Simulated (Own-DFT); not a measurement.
# Strain and stress in 2H SiC, 72 atoms (C36Si36)

These are calculations, not measurements. The program, named Own-DFT, is a retired in-house plane-wave density functional code that no person has reviewed. Each row is one single-point run on a periodic cell that was not relaxed, without spin or spin-orbit coupling.

Settings of every run: PBE; PseudoDojo norm-conserving scalar-relativistic files; cutoff 42 hartree; 4 x 4 x 3 k mesh centred on Gamma; Fermi-Dirac smearing of 0.1 eV.

Known limits: forces on such cells passed a denser k mesh, each cell not checked; stress not checked against mesh or cutoff.

Unstrained cell vectors in Å: (9.248, 0.000, 0.000); (-4.624, 8.009, 0.000); (0.000, 0.000, 10.068). The unstrained cell has measured lattice constants (interpolated for alloys), not those of this functional. That, the random moves and any unrelaxed bonds set the pressure at no strain. Each run strains this cell uniformly, with the atoms carried along. Every atom was also moved at random, by a Gaussian of width 0.05 Å on each axis. Strain is the symmetric tensor, in per cent. Stress is positive in tension, and the pressure is minus a third of its trace.

| run | e_xx (%) | e_yy (%) | e_zz (%) | e_yz (%) | e_xz (%) | e_xy (%) | s_xx (GPa) | s_yy (GPa) | s_zz (GPa) | s_yz (GPa) | s_xz (GPa) | s_xy (GPa) | P (GPa) | E (meV/atom) |
|---|---|---|---|---|---|---|---|---|---|---|---|---|---|---|
| 1 | -0.46 | 0.21 | -0.78 | 0.19 | -0.90 | 0.00 | -6.99 | -2.93 | -13.23 | 0.70 | -2.30 | 0.50 | 7.71 | 5.1 |
| 2 | 1.01 | -0.27 | -1.48 | -1.49 | 0.25 | 0.19 | 1.55 | -6.08 | -18.51 | -5.45 | 0.62 | 1.41 | 7.68 | 28.9 |
| 3 | -1.35 | 1.42 | -0.51 | 1.19 | -0.74 | 0.91 | -12.39 | 3.36 | -9.78 | 3.85 | -2.82 | 2.33 | 6.27 | 5.2 |
| 4 | 0.77 | 1.58 | -0.42 | 1.99 | 0.05 | -0.41 | -1.16 | 4.34 | -8.42 | 6.83 | 0.72 | -2.56 | 1.75 | 16.9 |
| 5 | -0.49 | -1.76 | 1.18 | 0.82 | 0.25 | -1.61 | -8.54 | -15.07 | -2.14 | 3.13 | 1.19 | -8.08 | 8.58 | 21.6 |
| 6 | -0.64 | 0.37 | -1.39 | -1.10 | -0.85 | 1.60 | -8.02 | -4.04 | -16.45 | -3.27 | -2.58 | 6.06 | 9.50 | 20.2 |
| 7 | -1.24 | 0.97 | -1.73 | -0.55 | -0.36 | 0.75 | -9.97 | -1.11 | -19.16 | -1.37 | -0.85 | 3.48 | 10.08 | 13.6 |
| 8 | -1.07 | 0.06 | -1.90 | -1.97 | -0.20 | -0.63 | -11.35 | -5.95 | -21.75 | -6.27 | -0.09 | -4.60 | 13.02 | 41.3 |
| 9 | 0.92 | 0.38 | -0.66 | 1.20 | -0.90 | -0.12 | 1.44 | -1.16 | -12.27 | 4.64 | -3.39 | -0.09 | 3.99 | 10.2 |
| 10 | -1.08 | -1.85 | 0.12 | -1.77 | 0.28 | 0.81 | -14.16 | -14.65 | -8.15 | -5.21 | 0.04 | 3.00 | 12.32 | 32.8 |
| 11 | -0.56 | -1.90 | 0.45 | -0.79 | -1.28 | -1.85 | -10.70 | -15.86 | -7.15 | -2.33 | -6.09 | -9.93 | 11.24 | 45.1 |
| 12 | -1.00 | -1.91 | -1.00 | -0.69 | -1.32 | -0.98 | -11.01 | -18.74 | -17.40 | -3.11 | -4.39 | -6.04 | 15.71 | 42.5 |
| 13 | -1.42 | -0.26 | -1.30 | -0.06 | -0.98 | 0.72 | -15.76 | -6.58 | -14.98 | 0.86 | -3.32 | 4.69 | 12.44 | 10.8 |
| 14 | 1.90 | 0.63 | 1.81 | -0.40 | 1.59 | 0.37 | 6.64 | -0.21 | 4.95 | -1.54 | 4.58 | 0.80 | -3.79 | 0.0 |
| 15 | 0.56 | 0.01 | -0.53 | 1.36 | 0.74 | 0.50 | -0.35 | -2.54 | -14.60 | 3.67 | 2.77 | 2.16 | 5.83 | 27.0 |
| 16 | -0.84 | -0.61 | -0.33 | -0.32 | -0.07 | 0.59 | -10.71 | -8.45 | -10.20 | -2.28 | -0.18 | 4.25 | 9.79 | 22.0 |
| 17 | -1.96 | -0.26 | -1.04 | 1.62 | 1.32 | -0.56 | ? | ? | ? | ? | ? | ? | ? | ? |

E is the free energy for each atom above the lowest run shown.

## Worked fit

Each stress component was fitted by least squares to a constant and the strains of the runs shown, as fractions, with shears doubled. Shear strains stay in the fit of a normal stress only where such slopes are resolved. The slopes, in GPa:

| stress | at no strain | per e_xx | per e_yy | per e_zz | scatter |
|---|---|---|---|---|---|
| s_xx | -5.1 | 633 ± 37 | 53 ± 31 | -46 ± 37 | 1.20 |
| s_yy | -4.5 | 54 ± 35 | 588 ± 29 | 38 ± 35 | 1.13 |
| s_zz | -8.0 | -45 ± 35 | 124 ± 29 | 705 ± 35 | 1.13 |

Each shear stress against twice its own strain: yz 160 ± 11, xz 194 ± 14, xy 257 ± 22 GPa. These are stiffnesses along x, y and z of the frame in which the cell vectors are given, which need not be the crystal's axes. The atoms are held to the strained lattice; where symmetry lets them move under strain, relaxing them would lower some slopes. The table should be nearly symmetric about its diagonal, and what it lacks of that shows the noise. A ninth of its sum, 234 ± 6 GPa, estimates the bulk modulus near the mean pressure of these runs, 8.3 GPa, so it lies above the value at zero pressure.

## Withheld run

Question: what normal stresses and pressure should run 17 give?

The fit gives s_xx = -17.2, s_yy = -7.5, s_zz = -14.7 and P = 13.1 GPa. The calculation gave -17.86, -8.33, -13.62 and P = 13.27 GPa.
